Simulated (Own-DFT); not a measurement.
# Strain and stress in wurtzite AlGaN with randomly placed atoms, 72 atoms (Al9Ga27N36)

All numbers below are calculated, not measured. The program, named Own-DFT, is a retired in-house plane-wave density functional code that no person has reviewed. Each row is one single-point run on a periodic cell that was not relaxed, without spin or spin-orbit coupling.

Settings of every run: PBE; PseudoDojo norm-conserving scalar-relativistic files; cutoff 42 hartree; 4 x 4 x 3 k mesh centred on Gamma; Fermi-Dirac smearing of 0.1 eV.

Known limits: forces on such cells passed a denser k mesh, each cell not checked; stress not checked against mesh or cutoff.

Unstrained cell vectors in Å: (9.509, 0.000, 0.000); (-4.755, 8.235, 0.000); (0.000, 0.000, 10.268). The unstrained cell has measured lattice constants (interpolated for alloys), not those of this functional. That, the random moves and any unrelaxed bonds set the pressure at no strain. Each run strains this cell uniformly, with the atoms carried along. Every atom was also moved at random, by a Gaussian of width 0.05 Å on each axis. The random placing of the alloy's atoms differs from row to row. Strain is the symmetric tensor, in per cent. Stress is positive in tension, and the pressure is minus a third of its trace.

| run | e_xx (%) | e_yy (%) | e_zz (%) | s_xx (GPa) | s_yy (GPa) | s_zz (GPa) | P (GPa) | E (meV/atom) |
|---|---|---|---|---|---|---|---|---|
| 1 | 1.75 | 1.75 | 0.00 | 1.72 | 2.62 | -6.76 | 0.81 | 6.0 |
| 2 | 2.50 | 2.50 | 0.00 | 4.40 | 4.48 | -3.83 | -1.69 | 12.9 |
| 3 | 1.50 | 1.50 | 0.00 | 0.45 | 0.27 | -5.51 | 1.60 | 0.0 |
| 4 | -1.75 | -1.75 | 0.00 | -18.76 | -16.70 | -10.13 | 15.20 | 41.7 |
| 5 | 1.00 | 1.00 | 0.00 | -2.11 | -0.87 | -7.42 | 3.47 | 10.3 |
| 6 | -1.50 | -1.50 | 0.00 | -15.32 | -16.20 | -11.14 | 14.22 | 43.5 |
| 7 | 1.25 | 1.25 | 0.00 | -0.53 | -2.40 | -5.68 | 2.87 | 17.4 |
| 8 | -1.25 | -1.25 | 0.00 | -14.03 | -12.20 | -12.23 | 12.82 | 36.5 |
| 9 | 0.25 | 0.25 | 0.00 | ? | ? | ? | ? | ? |

E is the free energy for each atom above the lowest run shown.

## Worked fit

The change of volume is close to e_xx + e_yy + e_zz. A straight line through the runs shown gives P = 7.98 - 202 x (fractional change of volume) GPa, with an error of 4 on the slope and a scatter of 0.35 GPa. The strain isn't the same on all axes and the cell isn't cubic, so the slope belongs to this path and is not the bulk modulus.

## Withheld run

Question: what pressure should run 9 give? Its volume changes by 0.50 %.

The line gives 7.0 GPa. The calculation gave 6.21 GPa.
